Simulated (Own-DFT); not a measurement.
Simulation results for Hf$_{36}$O$_{71}$ (tetragonal hafnia with one neutral oxygen vacancy, atoms displaced)

A calculation, not a measurement: plane-wave PBE and HSE06 DFT by an unreviewed code, no spin, of a simulated cell at Gamma alone, so results move with cell size and shape, stress positive in tension, energies less offsets, not probed for a lower state with spin; hafnium file: forces about 75 meV/angstrom off all-electron values; oxygen file: force components 24 meV/angstrom off all-electron in a glass; k mesh not checked against a denser one; forces and stress are PBE's, HSE06 gives the energy alone, and its difference from PBE has offsets of its own; offsets are fitted by least squares, one for each functional and potential file, so energies compare only between cells with the same atoms and settings and are not formation energies; the far tail of each file's local potential was reset to the Coulomb form; each entry is a single point on an unrelaxed cell, so the pressure reflects the starting lattice, taken from the Materials Project, from which strain is counted, and rises with the displacements; printed positions are rounded, which can move forces by about a meV/angstrom; the program is a retired in-house code; no spin-orbit coupling. Program: Own-DFT development build.

Common to all runs: first functional PBE; second functional HSE06; exact exchange share 0.25; screening 0.11 1/bohr; exchange divergence Gygi-Baldereschi; potential files PseudoDojo norm-conserving, scalar-relativistic, made for PBE, standard set; wave cutoff 48 hartree; occupations fixed; k mesh 1 x 1 x 1 centred on Gamma.

(1) Hf$_{36}$O$_{71}$ (tetragonal hafnia with one neutral oxygen vacancy, atoms displaced)

```
Hf36O71
1.0
     10.7800     0.0000     0.0000
      0.0000    10.7800     0.0000
      0.0000     0.0000    10.4493
Hf O Hf O Hf O Hf O Hf O Hf O Hf O Hf O Hf O Hf O Hf O Hf O Hf O Hf O Hf O Hf O Hf O Hf O
2 4 2 4 2 4 2 4 2 4 2 4 2 4 2 4 2 4 2 4 2 4 2 4 2 3 2 4 2 4 2 4 2 4 2 4
Direct
  0.00036 0.99976 0.00042
  0.16818 0.16570 0.24566
  0.00033 0.17060 0.15375
  0.16608 0.99842 0.33856
  0.00015 0.17253 0.40607
  0.16852 0.99850 0.08959
  0.00219 0.00056 0.49745
  0.16261 0.16447 0.74914
  0.00340 0.16652 0.65651
  0.16228 0.00001 0.85509
  0.00157 0.17124 0.89884
  0.16454 0.99745 0.59876
  0.00081 0.33104 0.99519
  0.16779 0.50128 0.25313
  0.99958 0.50170 0.14651
  0.16245 0.33541 0.34815
  0.99829 0.49956 0.40257
  0.16898 0.33411 0.09645
  0.00118 0.33485 0.50183
  0.16517 0.49865 0.74688
  0.00184 0.49990 0.66078
  0.16981 0.33823 0.84564
  0.99929 0.49665 0.89903
  0.16594 0.33387 0.59860
  0.00449 0.66622 0.99923
  0.16482 0.83754 0.25117
  0.00141 0.83790 0.15031
  0.16458 0.66363 0.35117
  0.99986 0.83130 0.39874
  0.16782 0.66705 0.10494
  0.00077 0.66831 0.49687
  0.16300 0.82674 0.74816
  0.00300 0.83315 0.65307
  0.16342 0.67164 0.84266
  0.00142 0.83530 0.89748
  0.16713 0.66776 0.59374
  0.33674 0.00008 0.99472
  0.49730 0.16469 0.24776
  0.33406 0.16854 0.15413
  0.50272 0.99976 0.34958
  0.33416 0.16650 0.39881
  0.49902 0.99489 0.09968
  0.33449 0.00176 0.49903
  0.50327 0.16982 0.74759
  0.33326 0.16672 0.65144
  0.49996 0.00143 0.85563
  0.33242 0.16548 0.90655
  0.49540 0.00384 0.59780
  0.33776 0.33349 0.99735
  0.50262 0.50131 0.24096
  0.33195 0.50470 0.15830
  0.49550 0.33687 0.34616
  0.33449 0.49811 0.39997
  0.49887 0.33301 0.09666
  0.33440 0.33410 0.50152
  0.49853 0.50406 0.75071
  0.32818 0.50389 0.65095
  0.49700 0.33609 0.85122
  0.33165 0.50155 0.90152
  0.49841 0.32950 0.59835
  0.33213 0.66590 0.99940
  0.49714 0.83456 0.24930
  0.33417 0.82977 0.14826
  0.50364 0.66692 0.34381
  0.33117 0.83692 0.40425
  0.49969 0.67376 0.09645
  0.33132 0.66878 0.50008
  0.50271 0.83740 0.75206
  0.33237 0.83463 0.65328
  0.50155 0.66780 0.84857
  0.33977 0.83381 0.90349
  0.49961 0.66578 0.59932
  0.66572 0.99436 0.99636
  0.83096 0.16657 0.25127
  0.66840 0.16379 0.15021
  0.83219 0.99953 0.35011
  0.83183 0.99793 0.10012
  0.66251 0.00363 0.49892
  0.82884 0.16665 0.75175
  0.66027 0.16644 0.65214
  0.83355 0.99660 0.84862
  0.66660 0.16587 0.90509
  0.83429 0.99943 0.59965
  0.66449 0.33469 0.00392
  0.83364 0.49737 0.24997
  0.66558 0.49932 0.15464
  0.83348 0.33670 0.34425
  0.67191 0.50341 0.40927
  0.82987 0.33666 0.09840
  0.67042 0.33193 0.49780
  0.83125 0.49758 0.75070
  0.66891 0.49809 0.65385
  0.83547 0.33138 0.84942
  0.66697 0.49885 0.89938
  0.83370 0.33452 0.59833
  0.66954 0.66659 0.00011
  0.83721 0.83066 0.24922
  0.66310 0.83505 0.15143
  0.83188 0.66955 0.35324
  0.66545 0.83519 0.40155
  0.83751 0.66498 0.09943
  0.66383 0.66600 0.49477
  0.83811 0.83474 0.75412
  0.66853 0.83389 0.65852
  0.83559 0.66526 0.84907
  0.66750 0.83227 0.90221
  0.83166 0.66762 0.59566
```

```
PBE energy of cell above offsets : -100.792 eV
HSE06 less PBE above offsets     : -0.150 eV
PBE pressure                     : 0.78 GPa
PBE stress xx                    : -0.46 GPa
PBE stress yy                    : -0.5 GPa
PBE stress zz                    : -1.38 GPa
PBE stress yz                    : 0.09 GPa
PBE stress xz                    : -0.36 GPa
PBE stress xy                    : 0.04 GPa
```

Force:
| element | x (eV/Å) | y (eV/Å) | z (eV/Å) |
| --- | --- | --- | --- |
| Hf | 0.233 | 0.141 | -0.281 |
| Hf | -0.206 | 1.353 | 0.172 |
| O | -0.219 | -0.364 | -0.171 |
| O | -0.328 | 1.032 | 1.101 |
| O | -0.04 | -1.24 | -0.147 |
| O | -0.133 | 0.23 | 1.146 |
| Hf | -0.884 | 0.298 | 0.536 |
| Hf | 1.053 | 0.028 | 0.825 |
| O | -1.447 | 0.001 | -0.526 |
| O | 0.258 | -0.145 | -1.394 |
| O | -0.21 | -1.124 | 0.257 |
| O | 0.38 | 0.433 | -0.73 |
| Hf | 0.2 | 1.006 | 0.98 |
| Hf | -0.452 | -0.427 | -0.425 |
| O | 0.097 | -0.059 | 0.834 |
| O | 0.217 | -0.629 | -0.132 |
| O | -0.226 | 0.192 | 0.12 |
| O | 0.044 | -0.161 | -0.273 |
| Hf | 0.492 | 0.187 | -0.075 |
| Hf | 0.175 | -0.059 | 0.675 |
| O | -0.815 | 0.026 | -1.347 |
| O | -0.054 | -1.133 | 0.063 |
| O | 0.204 | 0.772 | 0.652 |
| O | 0.139 | 0.071 | -0.169 |
| Hf | -0.317 | -0.759 | -0.047 |
| Hf | 0.82 | -1.732 | -1.047 |
| O | -0.023 | -0.128 | -0.12 |
| O | 0.126 | 0.987 | -0.121 |
| O | 0.202 | 0.784 | 0.007 |
| O | -0.337 | 0.061 | -1.144 |
| Hf | -0.842 | -0.459 | 0.525 |
| Hf | 0.895 | 2.197 | -0.079 |
| O | -0.802 | -0.133 | -0.733 |
| O | 0.139 | -1.635 | 1.247 |
| O | -0.337 | -0.403 | 0.731 |
| O | -0.338 | 0.2 | 0.402 |
| Hf | -0.396 | -0.552 | 0.503 |
| Hf | 0.392 | 0.347 | 0.43 |
| O | -0.028 | -0.175 | -0.395 |
| O | 0.197 | 0.728 | 0.149 |
| O | -0.211 | -0.038 | 0.244 |
| O | 0.144 | 0.578 | 0.088 |
| Hf | -0.477 | 0.241 | 0.683 |
| Hf | -1.822 | 0.098 | 0.855 |
| O | -0.23 | -0.04 | 0.299 |
| O | 0.358 | 0.248 | -1.05 |
| O | 0.125 | 0.62 | -0.501 |
| O | 0.844 | -0.269 | 0.273 |
| Hf | -1.414 | -0.122 | -0.181 |
| Hf | -1.531 | 0.216 | 1.8 |
| O | 0.683 | -0.1 | -1.088 |
| O | 1.026 | -0.684 | -0.232 |
| O | -0.203 | 0.6 | 0.713 |
| O | 0.346 | 0.207 | 0.462 |
| Hf | -0.195 | 0.051 | -0.541 |
| Hf | 0.172 | 0.131 | -0.417 |
| O | 1.122 | -0.23 | -0.077 |
| O | 0.119 | -0.293 | -0.506 |
| O | 0.239 | 0.203 | 0.192 |
| O | 0.625 | 0.293 | -0.106 |
| Hf | 0.327 | 0.767 | 0.549 |
| Hf | 0.456 | -0.309 | -0.481 |
| O | -0.739 | 0.283 | 0.935 |
| O | -0.188 | -0.208 | 0.196 |
| O | 0.073 | -0.388 | -0.442 |
| O | 0.316 | -0.93 | -0.367 |
| Hf | 0.475 | -0.633 | -0.088 |
| Hf | -0.601 | -0.679 | -0.188 |
| O | 0.395 | -0.131 | 0.065 |
| O | 0.061 | -0.112 | -0.13 |
| O | -0.28 | -0.43 | -0.302 |
| O | -0.164 | -0.069 | -0.304 |
| Hf | -0.005 | 0.497 | 1.327 |
| Hf | 0.305 | -0.351 | -0.301 |
| O | -0.659 | 0.36 | 1.004 |
| O | -0.056 | 0.403 | -0.193 |
| O | 0.285 | 0.108 | -0.422 |
| Hf | 0.818 | -0.658 | -0.172 |
| Hf | 0.814 | -0.301 | -0.071 |
| O | 1.659 | -0.019 | -0.684 |
| O | -0.105 | 1.233 | 0.271 |
| O | 0.138 | 0.316 | -0.562 |
| O | -0.067 | 0.393 | -0.393 |
| Hf | 0.652 | -0.362 | -0.698 |
| Hf | 0.916 | 1.076 | -0.274 |
| O | 0.583 | 0.167 | -0.755 |
| O | -0.713 | -1.086 | 0.69 |
| O | -0.157 | -1.465 | -0.977 |
| O | 0.377 | -0.061 | -0.136 |
| Hf | -0.691 | 0.38 | 0.07 |
| Hf | 0.34 | 0.644 | 0.113 |
| O | -0.962 | -0.149 | 0.092 |
| O | -0.387 | -0.125 | -0.287 |
| O | -0.017 | 0.112 | 0.699 |
| O | -0.217 | -0.467 | -0.042 |
| Hf | -0.145 | 0.2 | -0.052 |
| Hf | -1.176 | 0.43 | 0.028 |
| O | 1.002 | -0.341 | 0.107 |
| O | 0.211 | -0.457 | -1.033 |
| O | -0.097 | 0.262 | 0.423 |
| O | -0.524 | 0.454 | -0.119 |
| Hf | 0.565 | 1.092 | 1.097 |
| Hf | -0.395 | -0.989 | -1.069 |
| O | -0.338 | 0.392 | -0.21 |
| O | -0.124 | 0.179 | 0.11 |
| O | 0.033 | -0.389 | -0.028 |
| O | 0.461 | -0.101 | 0.092 |

(2) Hf$_{36}$O$_{71}$ (tetragonal hafnia with one neutral oxygen vacancy, atoms displaced)

```
Hf36O71
1.0
     10.7800     0.0000     0.0000
      0.0000    10.7800     0.0000
      0.0000     0.0000    10.4493
Hf O Hf O Hf O Hf O Hf O Hf O Hf O Hf O Hf O Hf O Hf O Hf O Hf O Hf O Hf O Hf O Hf O Hf O
2 4 2 4 2 3 2 4 2 4 2 4 2 4 2 4 2 4 2 4 2 4 2 4 2 4 2 4 2 4 2 4 2 4 2 4
Direct
  0.00224 0.00404 0.99634
  0.16233 0.16389 0.25729
  0.99994 0.16144 0.15599
  0.17036 0.00633 0.35410
  0.00369 0.17893 0.40125
  0.15974 0.98802 0.09557
  0.99898 0.99455 0.50964
  0.15462 0.16945 0.73778
  0.01029 0.15689 0.66336
  0.16462 0.98411 0.84589
  0.00160 0.16227 0.90892
  0.16124 0.99431 0.59784
  0.99609 0.33173 0.99272
  0.16282 0.50676 0.26582
  0.99223 0.50902 0.15927
  0.00150 0.50163 0.40328
  0.16709 0.32891 0.10152
  0.00828 0.32819 0.49577
  0.15557 0.50146 0.74482
  0.99823 0.49506 0.64652
  0.16924 0.32943 0.86179
  0.00426 0.49344 0.90160
  0.17427 0.32900 0.59851
  0.00266 0.66199 0.98737
  0.16935 0.82622 0.25146
  0.00206 0.82522 0.14790
  0.17286 0.66059 0.34557
  0.98360 0.84265 0.41317
  0.16306 0.65873 0.08560
  0.99845 0.66417 0.49278
  0.16532 0.82912 0.74817
  0.00280 0.83927 0.64066
  0.16682 0.66226 0.85233
  0.00956 0.82634 0.90030
  0.16998 0.66834 0.58732
  0.33547 0.00967 0.00183
  0.49262 0.16242 0.26481
  0.33848 0.15815 0.16303
  0.50127 0.99351 0.35874
  0.32873 0.18413 0.41185
  0.48803 0.99231 0.08861
  0.34570 0.00939 0.48464
  0.51592 0.16794 0.75010
  0.32461 0.14459 0.65689
  0.49775 0.99203 0.85407
  0.34190 0.17701 0.90144
  0.49551 0.00109 0.59770
  0.32750 0.33875 0.01013
  0.48349 0.49491 0.24564
  0.33735 0.49763 0.15420
  0.50155 0.32340 0.34365
  0.34509 0.50266 0.40516
  0.51055 0.34323 0.10306
  0.34811 0.33583 0.49626
  0.51057 0.50572 0.75373
  0.32641 0.49495 0.64915
  0.50169 0.33965 0.85499
  0.33825 0.49912 0.91188
  0.49798 0.30962 0.58514
  0.32599 0.65673 0.00011
  0.49580 0.83400 0.26354
  0.33324 0.82466 0.15035
  0.49753 0.66614 0.34531
  0.32237 0.84552 0.39858
  0.49778 0.66569 0.08513
  0.31979 0.66143 0.50302
  0.49064 0.83891 0.75096
  0.33134 0.82632 0.65614
  0.51038 0.65524 0.86349
  0.33301 0.82924 0.91253
  0.48878 0.67530 0.59551
  0.67098 0.99585 0.99510
  0.84018 0.17807 0.26289
  0.65807 0.16491 0.14827
  0.82328 0.98730 0.34878
  0.66594 0.16156 0.39394
  0.83274 0.01477 0.09437
  0.67307 0.00035 0.49871
  0.84100 0.15198 0.73807
  0.66197 0.17942 0.65728
  0.83358 0.00748 0.84944
  0.65845 0.16589 0.90148
  0.83472 0.00929 0.59295
  0.66532 0.32583 0.00137
  0.83261 0.48968 0.24767
  0.67435 0.49496 0.15025
  0.82174 0.32402 0.34598
  0.65843 0.49776 0.41019
  0.83884 0.34041 0.10484
  0.66216 0.32961 0.50112
  0.83166 0.50005 0.74702
  0.66670 0.51245 0.65054
  0.83891 0.33537 0.86045
  0.66836 0.50196 0.90101
  0.80750 0.33312 0.61047
  0.67113 0.65895 0.00590
  0.83325 0.82302 0.25505
  0.66298 0.83879 0.15358
  0.82531 0.66787 0.34502
  0.65870 0.83929 0.39933
  0.83623 0.67280 0.10056
  0.67306 0.66194 0.49775
  0.85233 0.84365 0.74054
  0.65942 0.82120 0.65049
  0.82863 0.66923 0.84765
  0.66576 0.82219 0.90666
  0.84455 0.65391 0.60096
```

```
PBE energy of cell above offsets : -86.203 eV
HSE06 less PBE above offsets     : 0.699 eV
PBE pressure                     : 6.08 GPa
PBE stress xx                    : -6.27 GPa
PBE stress yy                    : -6.61 GPa
PBE stress zz                    : -5.37 GPa
PBE stress yz                    : -1.66 GPa
PBE stress xz                    : -0.86 GPa
PBE stress xy                    : -0.24 GPa
```

Force:
| element | x (eV/Å) | y (eV/Å) | z (eV/Å) |
| --- | --- | --- | --- |
| Hf | -0.116 | -2.178 | 2.172 |
| Hf | 0.062 | 0.859 | -1.812 |
| O | 0.693 | 0.394 | 0.574 |
| O | -0.807 | -0.593 | -0.62 |
| O | -0.362 | -2.634 | 0.016 |
| O | 1.203 | 0.955 | 0.779 |
| Hf | 3.095 | 0.884 | -2.437 |
| Hf | 10.55 | -0.417 | 5.645 |
| O | -7.71 | 0.274 | -4.943 |
| O | -0.434 | 2.566 | -0.265 |
| O | 0.028 | 1.085 | -1.786 |
| O | 0.246 | -0.062 | -0.521 |
| Hf | 0.594 | -0.439 | 1.208 |
| Hf | -1.095 | -4.118 | -4.031 |
| O | 2.234 | -0.403 | 0.106 |
| O | 0.126 | -1.024 | -0.309 |
| O | -0.93 | 0.204 | 1.433 |
| Hf | 0.86 | 3.179 | 1.46 |
| Hf | 2.387 | -1.65 | 1.746 |
| O | 0.295 | -0.334 | -0.058 |
| O | -0.911 | 0.827 | -2.033 |
| O | -0.045 | 0.945 | -1.078 |
| O | -1.837 | -0.419 | -0.736 |
| Hf | -1.577 | 0.637 | 2.38 |
| Hf | 0.822 | 2.73 | -2.769 |
| O | -0.071 | 0.119 | 1.73 |
| O | -0.461 | 2.518 | 1.527 |
| O | 1.093 | -2.937 | -1.56 |
| O | -0.341 | -0.35 | 2.413 |
| Hf | -0.826 | 0.775 | 0.903 |
| Hf | 2.148 | 1.151 | 1.195 |
| O | -0.184 | -0.565 | 0.505 |
| O | -0.367 | -0.572 | -2.085 |
| O | -1.578 | 1.237 | -1.576 |
| O | -4.856 | -0.278 | 2.211 |
| Hf | -1.218 | -0.933 | -1.702 |
| Hf | 2.972 | -0.674 | -3.545 |
| O | -1.887 | 0.344 | -0.02 |
| O | -0.92 | 2.295 | 0.057 |
| O | -0.485 | -3.276 | -2.511 |
| O | 2.644 | 0.142 | 1.898 |
| Hf | -2.352 | -0.286 | 3.638 |
| Hf | -5.807 | -0.543 | 3.148 |
| O | 0.882 | 0.678 | -0.413 |
| O | 0.496 | 1.769 | -1.178 |
| O | -0.249 | -0.909 | 1.473 |
| O | 2.037 | -0.022 | 0.323 |
| Hf | 1.542 | -1.104 | -2.02 |
| Hf | 5.259 | 1.077 | 0.628 |
| O | -4.18 | 0.024 | -0.288 |
| O | -0.502 | 2.245 | 1.147 |
| O | -0.905 | -1.102 | -1.325 |
| O | -2.428 | -0.038 | 0.027 |
| Hf | -2.639 | 2.559 | 1.899 |
| Hf | -1.646 | 1.108 | 1.813 |
| O | 0.546 | 0.374 | 0.491 |
| O | 0.947 | -0.406 | -1.744 |
| O | -0.71 | -1.279 | -1.186 |
| O | 1.187 | 0.54 | 2.187 |
| Hf | 2.656 | 2.927 | -0.167 |
| Hf | 0.695 | -1.795 | -3.413 |
| O | -1.276 | -0.215 | 2.002 |
| O | 0.083 | -0.102 | -0.151 |
| O | 0.065 | -2.209 | 0.245 |
| O | 0.102 | -0.839 | 2.313 |
| Hf | 6.283 | 1.784 | -0.417 |
| Hf | 1.063 | -2.27 | 1.006 |
| O | -1.11 | 0.235 | -0.314 |
| O | -1.054 | 0.959 | -3.029 |
| O | 0.019 | -0.034 | -1.283 |
| O | 0.787 | -1.226 | -0.344 |
| Hf | -1.525 | -1.366 | 2.04 |
| Hf | -1.726 | -6.427 | -4.866 |
| O | 0.351 | 0.334 | 0.94 |
| O | 0.587 | 2.818 | 0.602 |
| O | 0.134 | 0.221 | 1.744 |
| O | 0.598 | -0.798 | -0.748 |
| Hf | -2.377 | -1.52 | -1.554 |
| Hf | -2.395 | 4.057 | 2.407 |
| O | 3.798 | -1.951 | -1.824 |
| O | 0.19 | -1.981 | -1.128 |
| O | 0.356 | -0.654 | -0.935 |
| O | -0.375 | 0.111 | 2.306 |
| Hf | 0.022 | 1.005 | 0.411 |
| Hf | -1.373 | 1.28 | -1.094 |
| O | -0.739 | 0.685 | 0.806 |
| O | 0.252 | 4.58 | 3.332 |
| O | 0.514 | -0.608 | -0.363 |
| O | -0.119 | -1.063 | 0.206 |
| Hf | 0.048 | 0.116 | -1.608 |
| Hf | -1.044 | -0.01 | 1.706 |
| O | -0.249 | -0.182 | -0.269 |
| O | 0.18 | -1.134 | -1.506 |
| O | 0.915 | -1.79 | -0.617 |
| O | 3.836 | -0.04 | -0.32 |
| Hf | -1.228 | 1.225 | -0.26 |
| Hf | -0.691 | 2.113 | -3.502 |
| O | 0.341 | 0 | 0.919 |
| O | 0.362 | -2.156 | 2.104 |
| O | 0.418 | -1.35 | 1.11 |
| O | 0.26 | -0.341 | -0.303 |
| Hf | -2.305 | 1.36 | 0.823 |
| Hf | -4.437 | -3.183 | 3.16 |
| O | 2.701 | 1.164 | 0.085 |
| O | 1.576 | -0.024 | -1.311 |
| O | 0.538 | 2.225 | -0.195 |
| O | -0.235 | 1.115 | -0.921 |

(3) Hf$_{36}$O$_{71}$ (tetragonal hafnia with one neutral oxygen vacancy, atoms displaced)

```
Hf36O71
1.0
     10.7800     0.0000     0.0000
      0.0000    10.7800     0.0000
      0.0000     0.0000    10.4493
Hf O Hf O Hf O Hf O Hf O Hf O Hf O Hf O Hf O Hf O Hf O Hf O Hf O Hf O Hf O Hf O Hf O Hf O
2 4 2 4 2 4 2 4 2 4 2 4 2 4 2 4 2 3 2 4 2 4 2 4 2 4 2 4 2 4 2 4 2 4 2 4
Direct
  0.00174 0.00186 0.00227
  0.16619 0.16208 0.25717
  0.00018 0.16707 0.15011
  0.16750 0.99604 0.34985
  0.00118 0.16079 0.40045
  0.16607 0.00319 0.09863
  0.00100 0.99923 0.50234
  0.16885 0.16937 0.74715
  0.00525 0.15955 0.65330
  0.16799 0.99823 0.84660
  0.00052 0.16564 0.90022
  0.17196 0.00112 0.59789
  0.99992 0.33557 0.00217
  0.17135 0.49850 0.24854
  0.99798 0.49975 0.15400
  0.16134 0.33670 0.34690
  0.00135 0.50035 0.39941
  0.16763 0.33421 0.09760
  0.00204 0.33889 0.50116
  0.16051 0.50011 0.75029
  0.00379 0.50012 0.65023
  0.16510 0.33274 0.84943
  0.99745 0.49855 0.90393
  0.16579 0.33506 0.59781
  0.00193 0.66724 0.00383
  0.16349 0.83628 0.24749
  0.99908 0.82626 0.15194
  0.16441 0.66675 0.34661
  0.99705 0.83553 0.40585
  0.16394 0.66895 0.09812
  0.99455 0.66606 0.49861
  0.16514 0.83323 0.75617
  0.99773 0.83077 0.64986
  0.16843 0.66657 0.84900
  0.00475 0.83598 0.90544
  0.16783 0.66817 0.59575
  0.33429 0.00232 0.00364
  0.50354 0.16271 0.25069
  0.33290 0.16455 0.15309
  0.50090 0.99679 0.34768
  0.33517 0.16192 0.40439
  0.49649 0.00393 0.09730
  0.33394 0.00505 0.49753
  0.49841 0.16436 0.75379
  0.32800 0.16471 0.65160
  0.49772 0.00235 0.85137
  0.33653 0.16182 0.90362
  0.50130 0.99999 0.60045
  0.33025 0.33035 0.00104
  0.49370 0.50515 0.24963
  0.50050 0.33001 0.34362
  0.33403 0.49879 0.40162
  0.49566 0.33193 0.09415
  0.33018 0.33384 0.50434
  0.49785 0.50232 0.75157
  0.33581 0.49626 0.64811
  0.50676 0.33267 0.84893
  0.33385 0.49645 0.90301
  0.49716 0.33640 0.60133
  0.33641 0.66318 0.99944
  0.49991 0.83415 0.25049
  0.33276 0.83533 0.15483
  0.49689 0.66630 0.34910
  0.33420 0.83265 0.40380
  0.49906 0.66355 0.09462
  0.32626 0.66660 0.50000
  0.50122 0.82799 0.74984
  0.33349 0.83183 0.65563
  0.49614 0.67273 0.84522
  0.33614 0.82567 0.90414
  0.49803 0.66929 0.59516
  0.67305 0.00172 0.00060
  0.83404 0.16413 0.24982
  0.67293 0.16560 0.15640
  0.83131 0.99890 0.34687
  0.66630 0.16621 0.40509
  0.83422 0.00456 0.09685
  0.66080 0.00259 0.49902
  0.83628 0.17088 0.75342
  0.66621 0.16499 0.65514
  0.83317 0.99750 0.85006
  0.66472 0.16285 0.90348
  0.83267 0.99643 0.60053
  0.66686 0.33492 0.99784
  0.83576 0.49596 0.24676
  0.66353 0.50831 0.15278
  0.82663 0.32895 0.35116
  0.66971 0.50186 0.39452
  0.83783 0.33097 0.09709
  0.66664 0.33276 0.50149
  0.83250 0.50047 0.74662
  0.66317 0.50321 0.65071
  0.83294 0.33101 0.84765
  0.66742 0.50438 0.90379
  0.83032 0.33551 0.59830
  0.66479 0.66694 0.00018
  0.83570 0.83969 0.24838
  0.66561 0.83845 0.14860
  0.83481 0.66096 0.34886
  0.66667 0.83320 0.40487
  0.82633 0.66786 0.09875
  0.66683 0.66067 0.49538
  0.83206 0.83225 0.74977
  0.66733 0.83322 0.65118
  0.83942 0.67130 0.84409
  0.67456 0.83037 0.90873
  0.83748 0.66129 0.59382
```

```
PBE energy of cell above offsets : -100.640 eV
HSE06 less PBE above offsets     : -0.119 eV
PBE pressure                     : 0.94 GPa
PBE stress xx                    : -0.57 GPa
PBE stress yy                    : -0.71 GPa
PBE stress zz                    : -1.54 GPa
PBE stress yz                    : 0.34 GPa
PBE stress xz                    : 0.15 GPa
PBE stress xy                    : 0.08 GPa
```

Force:
| element | x (eV/Å) | y (eV/Å) | z (eV/Å) |
| --- | --- | --- | --- |
| Hf | -0.01 | 0.336 | -1.089 |
| Hf | -0.198 | 0.448 | -0.881 |
| O | 0.483 | -0.054 | 0.497 |
| O | -0.01 | 0.484 | -0.136 |
| O | 0.196 | 1.177 | 0.29 |
| O | -0.241 | -0.323 | 0.503 |
| Hf | -0.287 | -0.206 | 1.072 |
| Hf | -0.619 | -1.308 | 0.917 |
| O | -0.978 | 0.752 | -0.181 |
| O | 0.055 | 0.75 | 0.277 |
| O | -0.214 | 0.364 | 0.406 |
| O | -0.814 | -0.203 | -0.288 |
| Hf | 0.48 | -0.805 | -0.26 |
| Hf | -0.064 | 0.807 | -0.071 |
| O | 0.954 | 0.029 | -0.53 |
| O | 0.309 | -1.023 | 0.344 |
| O | -0.303 | -0.651 | 0.546 |
| O | -0.046 | 0.58 | 0.353 |
| Hf | -0.64 | -0.707 | -0.982 |
| Hf | 1.559 | 0.406 | 0.42 |
| O | -1.026 | -0.408 | -0.079 |
| O | 0.134 | 0.28 | -0.342 |
| O | 0.149 | 0.333 | -0.429 |
| O | -0.236 | -0.095 | 0.249 |
| Hf | -1.069 | 0.304 | -0.465 |
| Hf | 1.047 | -1.2 | 0.569 |
| O | -0.161 | 0.613 | 0.006 |
| O | 0.223 | -0.011 | -0.381 |
| O | -0.028 | -0.328 | -0.81 |
| O | 1.066 | -0.65 | -0.028 |
| Hf | 1.104 | 0.73 | -0.637 |
| Hf | 0.399 | 0.154 | -1.05 |
| O | 0.615 | 0.013 | 0.618 |
| O | -0.457 | -0.898 | -0.08 |
| O | 0.071 | -0.445 | 0.184 |
| O | -0.993 | -0.487 | 0.484 |
| Hf | 0.194 | -1.161 | -0.642 |
| Hf | -0.36 | 0.582 | -0.484 |
| O | -0.309 | 0.074 | 0.481 |
| O | 0.153 | 0.549 | 0.194 |
| O | -0.382 | 1.689 | -0.686 |
| O | 1.161 | 0.047 | 0.396 |
| Hf | 0.086 | -2.337 | 1.34 |
| Hf | 0.32 | -0.214 | -0.252 |
| O | 1.347 | 0.571 | -0.145 |
| O | 0.237 | -1.083 | -0.356 |
| O | -0.314 | 1.244 | -0.335 |
| O | -0.656 | 0.415 | -0.322 |
| Hf | 0.458 | -0.272 | -0.148 |
| Hf | 0.423 | -0.84 | -0.096 |
| O | -0.074 | 0.555 | 0.172 |
| O | -0.267 | -0.338 | -0.585 |
| O | 0.745 | 0.303 | 0.142 |
| Hf | 1.299 | 0.244 | -0.449 |
| Hf | -0.125 | -0.43 | -0.463 |
| O | -1.036 | 0.133 | 0.739 |
| O | -0.028 | 0.316 | -0.228 |
| O | 0.255 | 0.201 | 0.325 |
| O | 0.23 | -0.371 | -0.613 |
| Hf | -0.986 | 0.481 | -0.015 |
| Hf | -0.05 | -0.376 | 0.12 |
| O | -0.083 | -0.039 | -0.036 |
| O | 0.294 | 0.081 | -0.6 |
| O | -0.063 | 0.333 | -0.002 |
| O | -0.394 | -0.183 | 0.612 |
| Hf | 1.069 | 0.823 | -0.039 |
| Hf | -0.637 | 1.86 | -0.932 |
| O | -0.116 | -0.069 | 0.253 |
| O | 0.41 | -2.1 | 0.717 |
| O | -0.353 | 1.415 | 0.428 |
| O | 0.188 | -0.302 | 0.126 |
| Hf | -1.205 | -0.97 | -0.321 |
| Hf | 0.75 | 0.375 | 0.538 |
| O | -1.205 | 0.14 | -0.536 |
| O | 0.062 | 0.447 | -0.077 |
| O | -0.326 | 0.083 | -0.177 |
| O | 0.762 | -0.466 | 0.669 |
| Hf | 1.117 | -1.029 | 1.015 |
| Hf | -0.16 | -2.044 | -0.693 |
| O | 0.177 | 0.44 | 0.051 |
| O | -0.03 | 0.664 | -0.007 |
| O | 0.363 | 1.124 | 0.174 |
| O | 0.003 | 0.466 | -0.73 |
| Hf | -0.657 | -0.081 | 0.269 |
| Hf | -1.405 | 0.576 | 0.698 |
| O | 0.181 | -1.048 | -0.117 |
| O | 0.599 | 0.328 | -0.351 |
| O | -0.415 | -1.007 | 0.991 |
| O | -1.144 | 0.36 | 0.1 |
| Hf | -0.71 | 0.251 | -0.648 |
| Hf | -0.258 | 0.668 | 0.405 |
| O | 0.521 | -0.077 | 0.195 |
| O | -0.23 | 1.107 | 0.174 |
| O | 0.22 | -0.695 | -0.686 |
| O | 1.014 | 0.073 | 0.37 |
| Hf | 0.637 | 0.13 | 0.672 |
| Hf | -1.134 | -1.719 | 0.553 |
| O | -0.035 | 0.084 | 0.876 |
| O | 0.245 | 1.111 | -0.512 |
| O | 0.002 | -0.322 | -0.422 |
| O | 1.327 | -0.063 | -0.324 |
| Hf | -0.249 | 0.978 | 0.21 |
| Hf | -0.114 | 1.177 | -0.497 |
| O | 0.05 | -0.378 | 0.562 |
| O | 0 | -1.593 | 0.003 |
| O | -0.458 | 0.712 | -0.82 |
| O | -1.378 | -0.358 | 0.755 |
